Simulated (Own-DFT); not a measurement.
## Calculated data, AlGa3N4 (wurtzite random alloy, atoms displaced)

Computed with Own-DFT development build. A calculation, not a measurement: plane-wave density functional theory by an unreviewed code, no spin, of a simulated periodic cell, stress positive in tension, run twice, with PBE and with PBEsol, both on files made for PBE, so the change isn't that of files made for PBEsol, forces on such cells passed a denser k mesh, this cell's mesh not checked; the far tail of each file's local potential was reset to the Coulomb form; each entry is a single point on an unrelaxed cell, so the pressure reflects the starting lattice, mostly measured values (interpolated for alloys), from which strain is counted, and rises with the displacements; printed positions are rounded, which can move forces by about a meV/angstrom; the program, named Own-DFT, is a retired in-house code; no spin-orbit coupling; stress was not checked against mesh or cutoff.

Common to all runs: functional PBE, then PBEsol; potential files PseudoDojo norm-conserving, scalar-relativistic, standard set; wave cutoff 42 hartree; occupations Fermi-Dirac; smearing width 0.1 eV; k mesh 4 x 4 x 3 centred on Gamma.

```json
{"entry": 1, "formula": "AlGa3N4", "kind": "wurtzite random alloy, atoms displaced", "structure": {"cell_angstrom": [[9.5092, 0.0, 0.0], [-4.7546, 8.2353, 0.0], [0.0, 0.0, 10.2685]], "atoms_fractional": [["Ga", 0.10967, 0.21747, 0.99641], ["Ga", 0.22828, 0.10637, 0.2541], ["N", 0.10811, 0.22051, 0.18914], ["N", 0.22273, 0.114, 0.43602], ["Ga", 0.11154, 0.22674, 0.50023], ["Ga", 0.22423, 0.11277, 0.75068], ["N", 0.11733, 0.22339, 0.68926], ["N", 0.22189, 0.11196, 0.93975], ["Ga", 0.11144, 0.55595, 0.99777], ["Ga", 0.21606, 0.44041, 0.24885], ["N", 0.11039, 0.55687, 0.18572], ["N", 0.21992, 0.44994, 0.43317], ["Al", 0.10951, 0.5466, 0.49729], ["Al", 0.2138, 0.44015, 0.74954], ["N", 0.10493, 0.55693, 0.68909], ["N", 0.22937, 0.4451, 0.93688], ["Ga", 0.11705, 0.88854, 0.996], ["Al", 0.22031, 0.77408, 0.25231], ["N", 0.10921, 0.88412, 0.18947], ["N", 0.22148, 0.77318, 0.4425], ["Al", 0.10304, 0.89291, 0.50256], ["Al", 0.2232, 0.78007, 0.74586], ["N", 0.11089, 0.88714, 0.68398], ["N", 0.22273, 0.77612, 0.93958], ["Ga", 0.44045, 0.219, 0.99704], ["Ga", 0.55166, 0.10811, 0.24475], ["N", 0.44588, 0.22456, 0.18905], ["N", 0.55978, 0.11408, 0.44464], ["Ga", 0.45183, 0.23232, 0.5024], ["Al", 0.55887, 0.11, 0.7502], ["N", 0.44408, 0.22125, 0.68629], ["N", 0.55356, 0.11368, 0.93742], ["Ga", 0.43868, 0.55477, 0.00019], ["Ga", 0.55854, 0.44472, 0.25279], ["N", 0.4413, 0.55115, 0.19122], ["N", 0.55278, 0.44015, 0.43796], ["Al", 0.44458, 0.55756, 0.49648], ["Ga", 0.55024, 0.44085, 0.74432], ["N", 0.44687, 0.55783, 0.6924], ["N", 0.55894, 0.44557, 0.93766], ["Al", 0.45133, 0.89278, 0.99763], ["Ga", 0.55818, 0.781, 0.24702], ["N", 0.44992, 0.88864, 0.19048], ["N", 0.55722, 0.77677, 0.43693], ["Ga", 0.44247, 0.8839, 0.5019], ["Ga", 0.55724, 0.78111, 0.74601], ["N", 0.44651, 0.89326, 0.68921], ["N", 0.56172, 0.77689, 0.93884], ["Ga", 0.78064, 0.21949, 0.00188], ["Ga", 0.8966, 0.11384, 0.24978], ["N", 0.77041, 0.21386, 0.18984], ["N", 0.89049, 0.11589, 0.44314], ["Ga", 0.77962, 0.2253, 0.49813], ["Ga", 0.89109, 0.11089, 0.74988], ["N", 0.77491, 0.21828, 0.6892], ["N", 0.88932, 0.11198, 0.93792], ["Ga", 0.77861, 0.56027, 0.9991], ["Al", 0.88653, 0.44427, 0.24798], ["N", 0.7806, 0.54959, 0.18989], ["N", 0.89201, 0.44544, 0.44316], ["Ga", 0.78302, 0.55217, 0.50243], ["Ga", 0.8889, 0.44138, 0.75227], ["N", 0.78041, 0.55498, 0.68433], ["N", 0.88626, 0.44421, 0.93882], ["Ga", 0.78167, 0.88722, 0.99635], ["Ga", 0.89254, 0.78361, 0.24692], ["N", 0.77755, 0.89194, 0.18425], ["N", 0.88167, 0.77508, 0.4406], ["Ga", 0.76997, 0.88192, 0.49834], ["Ga", 0.89006, 0.78348, 0.75205], ["N", 0.77555, 0.88457, 0.69081], ["N", 0.88793, 0.77411, 0.94172]]}, "results": {"PBE_pressure [GPa]": 6.28, "PBE_stress_xx [GPa]": -7.03, "PBE_stress_yy [GPa]": -5.72, "PBE_stress_zz [GPa]": -6.11, "PBE_stress_yz [GPa]": 0.11, "PBE_stress_xz [GPa]": 0.2, "PBE_stress_xy [GPa]": -0.02, "PBEsol_pressure [GPa]": 1.39, "PBEsol_stress_xx [GPa]": -2.09, "PBEsol_stress_yy [GPa]": -0.84, "PBEsol_stress_zz [GPa]": -1.25, "PBEsol_stress_yz [GPa]": 0.1, "PBEsol_stress_xz [GPa]": 0.18, "PBEsol_stress_xy [GPa]": -0.02, "force_element": ["Ga", "Ga", "N", "N", "Ga", "Ga", "N", "N", "Ga", "Ga", "N", "N", "Al", "Al", "N", "N", "Ga", "Al", "N", "N", "Al", "Al", "N", "N", "Ga", "Ga", "N", "N", "Ga", "Al", "N", "N", "Ga", "Ga", "N", "N", "Al", "Ga", "N", "N", "Al", "Ga", "N", "N", "Ga", "Ga", "N", "N", "Ga", "Ga", "N", "N", "Ga", "Ga", "N", "N", "Ga", "Al", "N", "N", "Ga", "Ga", "N", "N", "Ga", "Ga", "N", "N", "Ga", "Ga", "N", "N"], "PBE_force_x [eV/angstrom]": [-0.239, -0.977, 1.361, 0.0, 0.456, 0.442, -0.918, 0.065, 0.061, 0.412, -0.769, 1.21, -0.952, 0.804, 2.108, -1.865, -0.694, 0.407, 1.408, -1.397, 1.086, 0.008, 0.351, 1.355, 0.476, 0.103, -0.067, -0.711, -0.104, -0.614, 0.883, 0.841, 1.854, -0.217, 0.087, -0.549, 0.121, 0.968, -1.811, -0.723, -0.103, 0.379, -2.134, -0.78, -0.199, -0.247, -0.767, -1.635, -0.996, -1.393, 0.942, 0.352, -0.129, -0.323, -0.094, 0.383, 0.048, 0.798, -0.382, 0.832, -1.02, -0.874, -0.472, 0.547, -0.548, -0.613, 0.671, 1.389, 0.62, 0.592, 0.105, 0.785], "PBE_force_y [eV/angstrom]": [0.933, 0.471, -0.028, -0.841, -0.237, -0.481, 0.708, -0.698, -0.504, 0.416, 0.014, -0.015, 1.592, 1.161, 0.11, -0.842, -0.176, 0.199, 0.227, -0.152, -0.417, -0.38, 0.275, 0.897, 1.341, 0.26, -0.424, -0.665, -2.143, 0.476, -0.735, -1.328, 0.266, 0.123, 0.479, 2.12, -0.386, 0.753, -0.675, -0.283, -0.55, -0.861, -0.701, -1.027, 0.953, -0.627, -0.185, 0.734, 0.542, -0.597, 1.856, -0.972, -0.458, -0.069, -0.086, -0.365, -1.518, -0.676, 0.823, 0.185, 0.468, -0.008, 0.11, -0.18, 0.292, -1.083, -0.174, 0.578, 1.32, -1.401, 1.027, 1.239], "PBE_force_z [eV/angstrom]": [0.927, -0.937, -0.639, 1.549, -0.337, -0.367, 0.217, -0.517, -0.017, -0.663, 0.951, 1.577, 0.741, -0.002, -0.525, -1.052, 0.796, 0.021, -0.139, -0.642, -0.992, 0.197, 0.643, -1.325, 0.596, 1.485, -0.466, -1.03, -0.496, -0.226, 1.085, -0.55, 0.288, -0.702, -0.13, 0.583, 0.359, 0.984, -1.824, -0.11, 0.203, 0.145, -1.323, 0.257, -0.59, 0.984, 0.825, 0.01, -0.043, 0.595, 0.239, -0.559, 0.491, -0.513, 0.385, -0.251, 0.452, 0.351, 0.129, -1.923, -0.618, -0.282, 1.439, 0.36, 0.414, 0.528, 0.485, -0.392, 0.487, -0.35, -0.537, -0.707], "PBEsol_force_x [eV/angstrom]": [-0.231, -0.964, 1.312, 0.001, 0.445, 0.415, -0.891, 0.068, 0.055, 0.411, -0.634, 1.222, -0.959, 0.791, 1.937, -1.813, -0.691, 0.43, 1.245, -1.259, 1.078, -0.002, 0.213, 1.202, 0.473, 0.124, -0.063, -0.692, -0.1, -0.615, 0.744, 0.807, 1.818, -0.213, 0.083, -0.411, 0.13, 0.941, -1.657, -0.71, -0.098, 0.367, -1.97, -0.755, -0.183, -0.212, -0.616, -1.481, -0.976, -1.364, 0.919, 0.345, -0.126, -0.318, 0.056, 0.38, 0.044, 0.814, -0.543, 0.66, -1.0, -0.85, -0.461, 0.544, -0.536, -0.61, 0.665, 1.235, 0.602, 0.57, 0.1, 0.759], "PBEsol_force_y [eV/angstrom]": [0.91, 0.479, -0.023, -0.685, -0.247, -0.461, 0.529, -0.68, -0.488, 0.399, -0.071, -0.175, 1.58, 1.158, 0.022, -0.816, -0.179, 0.214, 0.297, -0.07, -0.406, -0.386, 0.343, 0.812, 1.317, 0.251, -0.43, -0.642, -2.082, 0.49, -0.637, -1.155, 0.251, 0.109, 0.472, 1.985, -0.395, 0.745, -0.6, -0.281, -0.546, -0.819, -0.617, -0.841, 0.94, -0.623, -0.273, 0.652, 0.529, -0.589, 1.69, -0.937, -0.45, -0.071, 0.003, -0.356, -1.482, -0.705, 0.899, 0.099, 0.448, 0.001, 0.098, -0.174, 0.274, -1.053, -0.176, 0.495, 1.281, -1.368, 1.002, 1.214], "PBEsol_force_z [eV/angstrom]": [0.916, -0.908, -0.621, 1.452, -0.339, -0.365, 0.158, -0.513, -0.001, -0.646, 0.828, 1.421, 0.762, 0.001, -0.467, -0.871, 0.784, 0.016, -0.18, -0.566, -1.002, 0.208, 0.761, -1.206, 0.587, 1.444, -0.451, -1.004, -0.489, -0.226, 1.009, -0.438, 0.277, -0.683, -0.135, 0.522, 0.362, 0.968, -1.703, -0.107, 0.222, 0.148, -1.199, 0.208, -0.577, 0.966, 0.697, -0.034, -0.035, 0.569, 0.18, -0.555, 0.489, -0.5, 0.321, -0.25, 0.44, 0.361, 0.056, -1.802, -0.592, -0.282, 1.396, 0.342, 0.413, 0.508, 0.477, -0.431, 0.473, -0.343, -0.522, -0.698], "rms_change_of_force_components_from_PBE_to_PBEsol [eV/angstrom]": 0.066}}
{"entry": 2, "formula": "AlGa3N4", "kind": "wurtzite random alloy, atoms displaced", "structure": {"cell_angstrom": [[9.5092, 0.0, 0.0], [-4.7546, 8.2353, 0.0], [0.0, 0.0, 10.2685]], "atoms_fractional": [["Al", 0.11912, 0.22456, 0.00274], ["Al", 0.22302, 0.1177, 0.24273], ["N", 0.11417, 0.22746, 0.18857], ["N", 0.22354, 0.11566, 0.4349], ["Ga", 0.1088, 0.21849, 0.50242], ["Ga", 0.21996, 0.10939, 0.75265], ["N", 0.1123, 0.21969, 0.68577], ["N", 0.21755, 0.11108, 0.93696], ["Ga", 0.11365, 0.55544, 0.9982], ["Ga", 0.22162, 0.44366, 0.24774], ["N", 0.10545, 0.55036, 0.18864], ["N", 0.22174, 0.44737, 0.43359], ["Ga", 0.10696, 0.55635, 0.49777], ["Ga", 0.2263, 0.44402, 0.75252], ["N", 0.10992, 0.55847, 0.68932], ["N", 0.22796, 0.44649, 0.93626], ["Ga", 0.11592, 0.88098, 0.9971], ["Ga", 0.22288, 0.77521, 0.25337], ["N", 0.11071, 0.89309, 0.18804], ["N", 0.22855, 0.77691, 0.43929], ["Ga", 0.11129, 0.89481, 0.50518], ["Ga", 0.22577, 0.77847, 0.75071], ["N", 0.10949, 0.89069, 0.68622], ["N", 0.21972, 0.77587, 0.94181], ["Al", 0.44235, 0.22684, 0.00515], ["Ga", 0.55428, 0.11334, 0.25069], ["N", 0.44085, 0.22532, 0.18878], ["N", 0.55091, 0.10319, 0.43993], ["Ga", 0.43445, 0.22011, 0.49996], ["Ga", 0.55613, 0.11337, 0.74928], ["N", 0.44444, 0.21625, 0.69029], ["N", 0.55622, 0.11923, 0.9365], ["Al", 0.4455, 0.5564, 0.00454], ["Ga", 0.5582, 0.43849, 0.25128], ["N", 0.43793, 0.54917, 0.19117], ["N", 0.54832, 0.43834, 0.42849], ["Al", 0.44446, 0.55951, 0.50163], ["Ga", 0.54939, 0.43872, 0.74581], ["N", 0.44099, 0.55161, 0.69007], ["N", 0.54881, 0.43842, 0.93688], ["Al", 0.4463, 0.88434, 0.99944], ["Al", 0.55237, 0.77545, 0.25195], ["N", 0.44043, 0.88881, 0.18699], ["N", 0.55656, 0.77763, 0.4408], ["Ga", 0.44329, 0.89063, 0.5041], ["Al", 0.55248, 0.77073, 0.75665], ["N", 0.44186, 0.88959, 0.69227], ["N", 0.55103, 0.77395, 0.94067], ["Ga", 0.78237, 0.22117, 0.99263], ["Ga", 0.89215, 0.11551, 0.25046], ["N", 0.78447, 0.22167, 0.19589], ["N", 0.89068, 0.11184, 0.44035], ["Ga", 0.78341, 0.21804, 0.49688], ["Al", 0.88753, 0.11776, 0.74764], ["N", 0.77551, 0.22396, 0.6919], ["N", 0.89017, 0.11102, 0.94329], ["Ga", 0.77848, 0.55529, 0.00097], ["Ga", 0.88878, 0.44555, 0.24786], ["N", 0.77845, 0.55352, 0.18962], ["N", 0.88956, 0.44839, 0.44154], ["Ga", 0.77525, 0.55305, 0.50196], ["Ga", 0.88675, 0.44454, 0.74799], ["N", 0.78126, 0.56241, 0.69142], ["N", 0.88734, 0.44272, 0.94107], ["Ga", 0.77094, 0.88688, 0.00443], ["Ga", 0.88768, 0.77352, 0.24577], ["N", 0.77965, 0.8926, 0.18682], ["N", 0.89294, 0.78079, 0.4385], ["Ga", 0.7732, 0.89138, 0.50072], ["Ga", 0.88806, 0.77624, 0.74982], ["N", 0.77788, 0.89333, 0.69006], ["N", 0.88913, 0.77927, 0.94072]]}, "results": {"PBE_pressure [GPa]": 6.42, "PBE_stress_xx [GPa]": -6.07, "PBE_stress_yy [GPa]": -6.07, "PBE_stress_zz [GPa]": -7.13, "PBE_stress_yz [GPa]": -0.25, "PBE_stress_xz [GPa]": 0.28, "PBE_stress_xy [GPa]": -0.07, "PBEsol_pressure [GPa]": 1.53, "PBEsol_stress_xx [GPa]": -1.15, "PBEsol_stress_yy [GPa]": -1.17, "PBEsol_stress_zz [GPa]": -2.27, "PBEsol_stress_yz [GPa]": -0.24, "PBEsol_stress_xz [GPa]": 0.28, "PBEsol_stress_xy [GPa]": -0.04, "force_element": ["Al", "Al", "N", "N", "Ga", "Ga", "N", "N", "Ga", "Ga", "N", "N", "Ga", "Ga", "N", "N", "Ga", "Ga", "N", "N", "Ga", "Ga", "N", "N", "Al", "Ga", "N", "N", "Ga", "Ga", "N", "N", "Al", "Ga", "N", "N", "Al", "Ga", "N", "N", "Al", "Al", "N", "N", "Ga", "Al", "N", "N", "Ga", "Ga", "N", "N", "Ga", "Al", "N", "N", "Ga", "Ga", "N", "N", "Ga", "Ga", "N", "N", "Ga", "Ga", "N", "N", "Ga", "Ga", "N", "N"], "PBE_force_x [eV/angstrom]": [-1.262, -0.095, 0.647, -0.584, 0.33, 0.187, -1.296, 0.953, -0.343, -0.546, 0.564, 0.727, 0.969, -1.297, 0.604, 0.36, -2.209, -0.776, 0.653, -1.348, 0.582, -1.027, 0.547, 2.427, 0.466, 0.476, 0.107, 0.04, 1.549, 0.203, -1.113, -0.451, 0.227, -0.834, 1.177, -0.286, -0.154, 0.804, 0.478, -0.432, -1.068, 0.124, 1.488, -0.501, 0.461, 0.05, 1.755, -0.422, -0.994, 0.697, -1.805, 0.455, -1.94, 0.86, 1.166, 1.336, -0.477, 0.2, -0.46, -0.305, -0.483, 0.182, -0.684, 0.351, 1.115, -0.07, -1.055, -0.735, 1.21, -0.407, -0.984, -0.086], "PBE_force_y [eV/angstrom]": [-0.245, -1.004, -1.08, -0.815, 1.167, 0.014, 0.142, 0.462, -0.625, 0.266, 0.896, -0.022, 0.07, -0.368, -0.563, -0.597, 1.474, 0.247, 0.417, 0.349, -0.497, -0.109, -0.264, 0.07, -0.784, -0.369, -1.126, 1.591, 0.111, -0.537, 0.642, -1.424, -0.592, 1.084, 1.914, 1.179, -0.771, 0.262, 1.485, 0.756, 1.255, 0.219, -0.408, -0.852, -0.644, 0.963, -0.623, -0.497, 0.028, -0.76, 0.263, -0.417, 0.919, -0.837, -0.369, 0.321, -0.19, -0.512, -0.08, -1.014, 0.521, 0.458, -1.519, 0.526, 0.487, 1.019, -1.066, -0.385, -0.53, 1.202, -0.015, -0.267], "PBE_force_z [eV/angstrom]": [-0.492, 0.989, -0.921, -1.094, -0.897, -0.298, 1.211, 1.444, 0.319, 0.578, -0.345, 1.546, 0.435, -0.791, 0.065, 1.49, 0.985, -0.492, 0.191, 0.315, -1.715, -0.031, 1.316, -0.724, -1.211, -0.14, -0.794, -0.002, 0.035, 0.471, -0.79, 1.462, -0.307, -1.157, -1.022, 3.288, -0.838, 0.774, -1.125, 0.911, 0.123, -0.213, -0.544, -0.804, -0.039, -1.106, 0.422, -0.246, 1.416, 0.02, -1.221, -0.431, 0.456, 0.765, -0.678, -1.492, -0.538, 0.711, -0.374, -0.514, -0.47, 0.552, -0.494, -0.56, -0.915, 0.736, 1.473, -0.028, 0.124, 0.485, 0.874, -0.127], "PBEsol_force_x [eV/angstrom]": [-1.29, -0.096, 0.493, -0.567, 0.327, 0.185, -1.144, 0.969, -0.355, -0.541, 0.557, 0.59, 0.941, -1.251, 0.587, 0.226, -2.168, -0.754, 0.637, -1.314, 0.559, -1.013, 0.531, 2.244, 0.481, 0.467, 0.251, 0.04, 1.512, 0.186, -1.092, -0.314, 0.24, -0.812, 1.133, -0.173, -0.144, 0.783, 0.464, -0.313, -1.065, 0.122, 1.333, -0.48, 0.439, 0.058, 1.598, -0.273, -0.969, 0.671, -1.763, 0.436, -1.898, 0.865, 0.999, 1.175, -0.45, 0.202, -0.448, -0.29, -0.445, 0.169, -0.663, 0.346, 1.103, -0.057, -0.922, -0.716, 1.184, -0.39, -0.851, -0.078], "PBEsol_force_y [eV/angstrom]": [-0.235, -1.0, -0.965, -0.795, 1.134, 0.01, 0.202, 0.308, -0.606, 0.245, 0.878, -0.085, 0.068, -0.356, -0.546, -0.518, 1.419, 0.246, 0.248, 0.334, -0.485, -0.107, -0.254, 0.001, -0.792, -0.368, -1.007, 1.545, 0.101, -0.506, 0.636, -1.346, -0.579, 1.039, 1.733, 1.085, -0.783, 0.252, 1.293, 0.827, 1.271, 0.227, -0.339, -0.67, -0.618, 0.952, -0.548, -0.417, 0.033, -0.73, 0.262, -0.404, 0.9, -0.828, -0.278, 0.255, -0.184, -0.501, -0.076, -0.985, 0.51, 0.45, -1.486, 0.511, 0.49, 0.999, -0.982, -0.377, -0.512, 1.167, -0.09, -0.274], "PBEsol_force_z [eV/angstrom]": [-0.492, 1.01, -0.793, -0.911, -0.873, -0.301, 1.132, 1.297, 0.31, 0.581, -0.337, 1.457, 0.419, -0.769, 0.061, 1.35, 0.962, -0.476, 0.133, 0.304, -1.661, -0.037, 1.282, -0.754, -1.217, -0.116, -0.658, -0.007, 0.032, 0.461, -0.776, 1.329, -0.314, -1.107, -0.897, 3.164, -0.821, 0.775, -0.997, 0.786, 0.109, -0.206, -0.422, -0.687, -0.046, -1.109, 0.362, -0.178, 1.376, 0.019, -1.186, -0.419, 0.445, 0.766, -0.714, -1.374, -0.527, 0.696, -0.369, -0.506, -0.46, 0.54, -0.494, -0.551, -0.884, 0.717, 1.383, -0.027, 0.128, 0.467, 0.753, -0.13], "rms_change_of_force_components_from_PBE_to_PBEsol [eV/angstrom]": 0.066}}
{"entry": 3, "formula": "AlGa3N4", "kind": "wurtzite random alloy, atoms displaced", "structure": {"cell_angstrom": [[9.5092, 0.0, 0.0], [-4.7546, 8.2353, 0.0], [0.0, 0.0, 10.2685]], "atoms_fractional": [["Ga", 0.1099, 0.22079, 0.00121], ["Ga", 0.22457, 0.11547, 0.25247], ["N", 0.11246, 0.22326, 0.18891], ["N", 0.22737, 0.11602, 0.43665], ["Ga", 0.11066, 0.22204, 0.49807], ["Ga", 0.22546, 0.10785, 0.7495], ["N", 0.10956, 0.21834, 0.69148], ["N", 0.22524, 0.11457, 0.93609], ["Ga", 0.11575, 0.55535, 0.00173], ["Ga", 0.229, 0.44865, 0.24545], ["N", 0.11047, 0.5545, 0.18517], ["N", 0.22905, 0.44854, 0.43843], ["Ga", 0.116, 0.55147, 0.49803], ["Al", 0.22011, 0.44455, 0.74445], ["N", 0.10882, 0.55692, 0.68765], ["N", 0.21755, 0.4425, 0.94171], ["Al", 0.1129, 0.88949, 0.99965], ["Ga", 0.2198, 0.77833, 0.2478], ["N", 0.11162, 0.89249, 0.19023], ["N", 0.22776, 0.78261, 0.43867], ["Ga", 0.11512, 0.89705, 0.49808], ["Al", 0.22104, 0.7761, 0.75028], ["N", 0.10831, 0.89067, 0.68895], ["N", 0.22718, 0.77912, 0.94202], ["Ga", 0.44247, 0.22526, 0.99577], ["Ga", 0.55259, 0.10579, 0.24995], ["N", 0.44397, 0.22615, 0.19466], ["N", 0.55432, 0.10727, 0.44243], ["Ga", 0.4432, 0.22408, 0.49663], ["Al", 0.55259, 0.1098, 0.74773], ["N", 0.45189, 0.22652, 0.6891], ["N", 0.56001, 0.11233, 0.93422], ["Ga", 0.44463, 0.56156, 0.00323], ["Ga", 0.55375, 0.44667, 0.25103], ["N", 0.44602, 0.55564, 0.19085], ["N", 0.55203, 0.4442, 0.43541], ["Ga", 0.44292, 0.55636, 0.50073], ["Al", 0.55097, 0.44563, 0.755], ["N", 0.44048, 0.55489, 0.69143], ["N", 0.55826, 0.44778, 0.93388], ["Ga", 0.44288, 0.88982, 0.00214], ["Ga", 0.554, 0.77865, 0.24989], ["N", 0.44313, 0.89289, 0.18749], ["N", 0.55158, 0.77394, 0.43978], ["Al", 0.4487, 0.89436, 0.49504], ["Ga", 0.55586, 0.77739, 0.74427], ["N", 0.44295, 0.88293, 0.68913], ["N", 0.55559, 0.77771, 0.94095], ["Ga", 0.77254, 0.22067, 0.99775], ["Ga", 0.88445, 0.1062, 0.2505], ["N", 0.77482, 0.22146, 0.19268], ["N", 0.88374, 0.1132, 0.43779], ["Al", 0.77795, 0.21754, 0.49914], ["Ga", 0.8867, 0.10969, 0.74094], ["N", 0.7755, 0.21938, 0.68998], ["N", 0.89026, 0.1136, 0.9375], ["Ga", 0.7766, 0.55387, 0.99786], ["Al", 0.88854, 0.43875, 0.25147], ["N", 0.78157, 0.55901, 0.19], ["N", 0.88323, 0.44266, 0.43498], ["Ga", 0.77114, 0.552, 0.50565], ["Ga", 0.89702, 0.44616, 0.75508], ["N", 0.7786, 0.55574, 0.68922], ["N", 0.88307, 0.43881, 0.94748], ["Ga", 0.77631, 0.89188, 0.00329], ["Ga", 0.89, 0.77731, 0.25355], ["N", 0.7751, 0.88602, 0.19027], ["N", 0.88363, 0.77651, 0.44134], ["Ga", 0.77356, 0.88504, 0.49703], ["Al", 0.89206, 0.77793, 0.74947], ["N", 0.77723, 0.88653, 0.69283], ["N", 0.88473, 0.77514, 0.9443]]}, "results": {"PBE_pressure [GPa]": 6.12, "PBE_stress_xx [GPa]": -6.0, "PBE_stress_yy [GPa]": -6.4, "PBE_stress_zz [GPa]": -5.97, "PBE_stress_yz [GPa]": -0.18, "PBE_stress_xz [GPa]": 0.01, "PBE_stress_xy [GPa]": -0.39, "PBEsol_pressure [GPa]": 1.24, "PBEsol_stress_xx [GPa]": -1.1, "PBEsol_stress_yy [GPa]": -1.49, "PBEsol_stress_zz [GPa]": -1.13, "PBEsol_stress_yz [GPa]": -0.17, "PBEsol_stress_xz [GPa]": 0.02, "PBEsol_stress_xy [GPa]": -0.36, "force_element": ["Ga", "Ga", "N", "N", "Ga", "Ga", "N", "N", "Ga", "Ga", "N", "N", "Ga", "Al", "N", "N", "Al", "Ga", "N", "N", "Ga", "Al", "N", "N", "Ga", "Ga", "N", "N", "Ga", "Al", "N", "N", "Ga", "Ga", "N", "N", "Ga", "Al", "N", "N", "Ga", "Ga", "N", "N", "Al", "Ga", "N", "N", "Ga", "Ga", "N", "N", "Al", "Ga", "N", "N", "Ga", "Al", "N", "N", "Ga", "Ga", "N", "N", "Ga", "Ga", "N", "N", "Ga", "Al", "N", "N"], "PBE_force_x [eV/angstrom]": [-0.216, -0.143, -0.395, -0.919, -0.145, -0.27, 0.352, -0.259, -1.143, -1.031, -0.463, -0.523, -1.79, 0.012, 1.517, 1.009, -0.485, -0.052, 0.044, 0.198, -0.065, 0.202, 0.886, -1.817, 0.942, -0.323, 0.586, 0.606, 0.977, 0.69, -0.235, -1.462, 0.304, 1.357, -0.135, 0.039, 0.783, 0.79, 0.279, -0.832, 0.878, -0.028, 0.322, -0.765, -0.275, 0.009, -1.476, -0.321, 1.04, 0.165, 0.261, 0.692, -1.188, 0.092, -0.771, -0.167, -0.103, -0.648, 0.431, 0.919, 0.657, -1.543, -0.743, 0.944, 0.347, -0.102, 0.038, 0.909, -0.014, -0.784, 0.948, 1.406], "PBE_force_y [eV/angstrom]": [-0.02, -0.36, -0.109, -0.287, 0.079, 0.838, 1.399, -1.504, -0.092, -0.604, -0.276, -1.055, 0.849, -0.348, 0.41, 0.159, -0.079, -0.224, 0.093, -0.131, -1.256, 0.392, -1.225, 0.101, 0.046, 1.397, -0.415, 0.468, 0.204, -0.182, 0.104, -0.453, -0.802, 0.182, 0.683, 0.236, -0.136, 0.114, -1.111, -0.178, 0.479, 0.001, -1.024, 1.076, -1.177, 0.008, 1.216, 0.4, -0.408, 0.713, 0.329, -0.284, 1.155, -0.138, 0.204, -0.319, 0.298, 0.797, -1.15, -0.743, 0.058, -0.816, 0.251, 1.172, -0.033, -0.178, 0.148, 0.218, 0.48, -0.247, -0.565, 1.169], "PBE_force_z [eV/angstrom]": [-0.361, -0.878, 0.428, 0.617, 0.327, -0.138, -0.679, 0.716, -0.377, 0.467, 1.521, -0.478, -0.255, 1.104, 0.56, -1.718, 0.179, 0.363, -1.061, 0.235, 0.125, -0.128, 0.43, -1.308, 0.837, 0.424, -1.232, -0.014, 0.721, -0.077, 0.246, -0.433, -0.747, -0.415, -0.438, 0.984, 0.419, -1.269, 0.072, 0.5, -0.774, 0.066, 0.338, -0.053, 1.062, 1.34, -0.776, -0.435, 0.82, -0.472, -0.382, 0.567, 0.348, 1.531, -1.071, -0.114, 0.947, -0.511, 0.185, 0.437, -0.885, -0.04, 1.517, -1.23, -0.712, -0.439, 0.343, 0.06, 0.804, 0.559, -0.822, -1.475], "PBEsol_force_x [eV/angstrom]": [-0.215, -0.135, -0.377, -0.897, -0.128, -0.282, 0.337, -0.245, -1.094, -0.996, -0.325, -0.517, -1.756, -0.007, 1.357, 0.979, -0.48, -0.048, 0.046, 0.064, -0.066, 0.2, 0.897, -1.646, 0.913, -0.315, 0.563, 0.467, 0.939, 0.693, -0.368, -1.421, 0.297, 1.313, -0.141, 0.038, 0.764, 0.787, 0.286, -0.801, 0.862, -0.012, 0.316, -0.616, -0.267, 0.002, -1.305, -0.314, 1.012, 0.158, 0.251, 0.837, -1.189, 0.09, -0.613, -0.164, -0.114, -0.639, 0.306, 0.893, 0.653, -1.506, -0.626, 0.919, 0.333, -0.11, 0.032, 0.877, -0.004, -0.787, 0.785, 1.259], "PBEsol_force_y [eV/angstrom]": [-0.003, -0.349, -0.107, -0.282, 0.066, 0.821, 1.221, -1.332, -0.093, -0.585, -0.195, -1.025, 0.836, -0.349, 0.313, 0.16, -0.076, -0.21, 0.088, -0.202, -1.222, 0.39, -1.034, 0.031, 0.054, 1.361, -0.405, 0.569, 0.197, -0.2, 0.034, -0.436, -0.777, 0.179, 0.664, 0.226, -0.127, 0.119, -0.923, -0.181, 0.456, -0.008, -0.998, 0.975, -1.191, 0.015, 1.12, 0.388, -0.4, 0.685, 0.152, -0.373, 1.174, -0.135, 0.261, -0.316, 0.298, 0.81, -1.054, -0.603, 0.063, -0.803, 0.166, 1.146, -0.047, -0.175, 0.157, 0.22, 0.458, -0.246, -0.475, 1.067], "PBEsol_force_z [eV/angstrom]": [-0.348, -0.844, 0.41, 0.599, 0.319, -0.143, -0.718, 0.651, -0.34, 0.451, 1.428, -0.462, -0.241, 1.096, 0.46, -1.55, 0.19, 0.36, -0.889, 0.169, 0.121, -0.13, 0.325, -1.184, 0.818, 0.409, -1.199, -0.128, 0.696, -0.079, 0.139, -0.258, -0.713, -0.397, -0.43, 0.962, 0.395, -1.296, -0.038, 0.686, -0.744, 0.066, 0.328, -0.102, 1.064, 1.303, -0.723, -0.411, 0.798, -0.455, -0.428, 0.48, 0.358, 1.501, -0.953, -0.098, 0.94, -0.519, 0.137, 0.544, -0.865, -0.06, 1.382, -1.218, -0.685, -0.427, 0.331, 0.046, 0.779, 0.557, -0.858, -1.364], "rms_change_of_force_components_from_PBE_to_PBEsol [eV/angstrom]": 0.066}}
```
